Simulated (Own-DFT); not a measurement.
# How strain changes the stress of bcc W, 16 atoms (W16)

All numbers below are calculated, not measured. They come from Own-DFT, an in-house plane-wave density functional program, since retired, whose code no person has reviewed. Each row is one single-point run on a periodic cell that was not relaxed, without spin or spin-orbit coupling.

Settings of every run: PBE; PseudoDojo norm-conserving scalar-relativistic files; cutoff 50 hartree; 5 x 5 x 5 k mesh centred on Gamma; cold (Marzari-Vanderbilt) smearing of 0.2 eV.

Known limits: forces on such cells failed a check on a denser k mesh; stress not checked against mesh or cutoff.

Unstrained cell vectors in Å: (6.330, 0.000, 0.000); (0.000, 6.330, 0.000); (0.000, 0.000, 6.330). The unstrained cell has measured lattice constants (interpolated for alloys), not those of this functional. That, the random moves and any unrelaxed bonds set the pressure at no strain. Each run strains this cell uniformly, with the atoms carried along. Every atom was also moved at random, by a Gaussian of width 0.05 Å on each axis. Strain is the symmetric tensor, in per cent. Stress is positive in tension, and the pressure is minus a third of its trace.

```
run,e_xx (%),e_yy (%),e_zz (%),e_yz (%),e_xz (%),e_xy (%),s_xx (GPa),s_yy (GPa),s_zz (GPa),s_yz (GPa),s_xz (GPa),s_xy (GPa),P (GPa),E (meV/atom)
1,0.90,0.47,-1.42,0.74,0.74,-1.69,-6.06,-6.76,-13.71,2.96,2.62,-5.21,8.85,69.1
2,-1.27,-1.20,1.94,-0.79,-1.90,1.41,-13.28,-13.60,-3.33,-2.04,-5.45,4.18,10.07,59.3
3,0.43,1.39,0.60,1.60,-1.34,0.85,-1.54,0.94,-1.96,4.79,-4.06,2.87,0.85,45.8
4,1.52,1.59,0.63,0.90,1.05,0.32,4.58,5.02,2.13,2.25,2.78,0.71,-3.91,18.8
5,0.64,-1.33,0.47,1.21,-1.94,0.86,-6.93,-14.08,-7.70,4.20,-6.46,3.25,9.57,66.8
6,-1.70,1.01,-0.73,0.80,0.27,-0.76,-17.08,-8.59,-14.23,2.56,1.13,-2.32,13.30,71.4
7,-0.71,0.34,-0.62,-0.66,1.42,-0.49,-12.56,-10.05,-12.72,-1.94,4.17,-1.40,11.77,62.8
8,0.49,1.93,-1.31,-0.86,-0.86,1.04,-3.91,-0.28,-11.31,-2.47,-2.24,2.70,5.17,64.1
9,0.71,-1.56,-0.04,-0.09,-0.33,-0.99,-7.41,-15.51,-9.92,-0.78,-0.87,-2.78,10.95,55.6
10,1.81,1.95,1.37,-1.77,-0.25,0.86,8.04,8.30,6.42,-4.68,-0.34,2.11,-7.59,25.1
11,-1.98,1.78,1.12,-0.94,-1.76,1.83,-12.26,-0.44,-2.27,-2.12,-4.60,5.08,4.99,38.4
12,-1.50,-1.90,-0.86,-1.89,0.37,-0.66,-23.45,-24.80,-20.71,-6.85,1.15,-1.90,22.98,89.9
13,1.79,1.64,-1.21,1.71,-1.95,-1.77,2.45,1.81,-7.07,4.20,-4.91,-4.51,0.94,24.2
14,0.57,0.80,1.51,1.34,0.66,-0.51,0.76,1.50,3.61,3.74,2.12,-1.72,-1.95,0.0
15,0.98,-1.97,-0.96,0.49,1.61,-1.62,?,?,?,?,?,?,?,?
```

E is the free energy for each atom above the lowest run shown.

## Worked fit

Each stress component was fitted by least squares to a constant and the strains of the runs shown, as fractions, with shears doubled. Shear strains stay in the fit of a normal stress only where such slopes are resolved. The slopes, in GPa:

| stress | at no strain | per e_xx | per e_yy | per e_zz | scatter |
|---|---|---|---|---|---|
| s_xx | -8.3 | 538 ± 12 | 225 ± 12 | 232 ± 14 | 0.56 |
| s_yy | -8.7 | 221 ± 13 | 552 ± 12 | 230 ± 14 | 0.56 |
| s_zz | -8.5 | 218 ± 14 | 211 ± 13 | 558 ± 15 | 0.62 |

Each shear stress against twice its own strain: yz 152 ± 10, xz 136 ± 2, xy 146 ± 6 GPa. These are stiffnesses along x, y and z of the frame in which the cell vectors are given, which need not be the crystal's axes. The atoms are held to the strained lattice; where symmetry lets them move under strain, relaxing them would lower some slopes. The table should be nearly symmetric about its diagonal, and what it lacks of that shows the noise. A ninth of its sum, 332 ± 5 GPa, estimates the bulk modulus near the mean pressure of these runs, 6.1 GPa, so it lies above the value at zero pressure.

## Withheld run

Question: what normal stresses and pressure should run 15 give?

The fit gives s_xx = -9.7, s_yy = -19.6, s_zz = -15.9 and P = 15.1 GPa. The calculation gave -9.90, -19.27, -15.87 and P = 15.01 GPa.
